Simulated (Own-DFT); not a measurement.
# A change of arrangement and its cost: C36Si36, 72 atoms

These are calculations, not measurements. The program, named Own-DFT, is a retired in-house plane-wave density functional code that no person has reviewed. Each row is one single-point run on a periodic cell that was not relaxed, without spin or spin-orbit coupling.

Settings of every run: PBE; PseudoDojo norm-conserving scalar-relativistic files; cutoff 42 hartree; 4 x 4 x 3 k mesh centred on Gamma; Fermi-Dirac smearing of 0.1 eV.

Known limits, some of them of some rows only: some atoms lie very close together; not probed for a lower state with spin; forces on such cells passed a denser k mesh, each cell not checked; stress not checked against mesh or cutoff.

All cells hold the same atoms in the same cell, with vectors in Å (9.248, 0.000, 0.000); (-4.624, 8.009, 0.000); (0.000, 0.000, 10.068). Every atom was moved at random from its ideal site; u is the rms move along one axis. The defect's site can differ from row to row. E is the free energy of the cell above the lowest run. The arrangements:

- A: 2H SiC
- B: 4H SiC
- C: 4H SiC, with one C on a Si site and one Si on a C site, 1.9 Å apart

```
arrangement,u (Å),E (eV),P (GPa)
A,0.0280,0.000,3.68
A,0.0286,0.141,3.76
A,0.0311,0.453,3.89
A,0.0565,6.998,6.18
A,0.0620,9.117,6.94
A,0.0630,9.360,6.83
B,0.0293,0.195,3.76
B,0.0296,0.055,3.73
B,0.0319,0.523,3.96
B,0.0595,8.493,6.30
B,0.0601,8.214,6.66
B,0.0630,7.925,6.41
C,0.0279,9.435,6.98
C,0.0292,10.900,7.35
C,0.0316,10.769,7.24
C,0.0451,12.569,7.83
C,0.0482,15.800,9.29
C,0.0512,15.748,8.99
```

Question: once the cost of the random moves is taken out, how do the arrangements rank?

## Worked answer

Fit E = a + b u², with one b for all and one a for each arrangement, and with residuals divided by u², since the noise grows with the moves. Then b = 2946 eV/Å², the scatter at u = 0.04 Å is 0.60 eV, and against A:

- B: -0.13 ± 0.26 eV (not told apart from A)
- C: 10.05 ± 0.25 eV (higher)

These are energies of unrelaxed cells. Relaxing the atoms lowers the strained arrangements most, so the gaps would shrink and small ones could change sign.
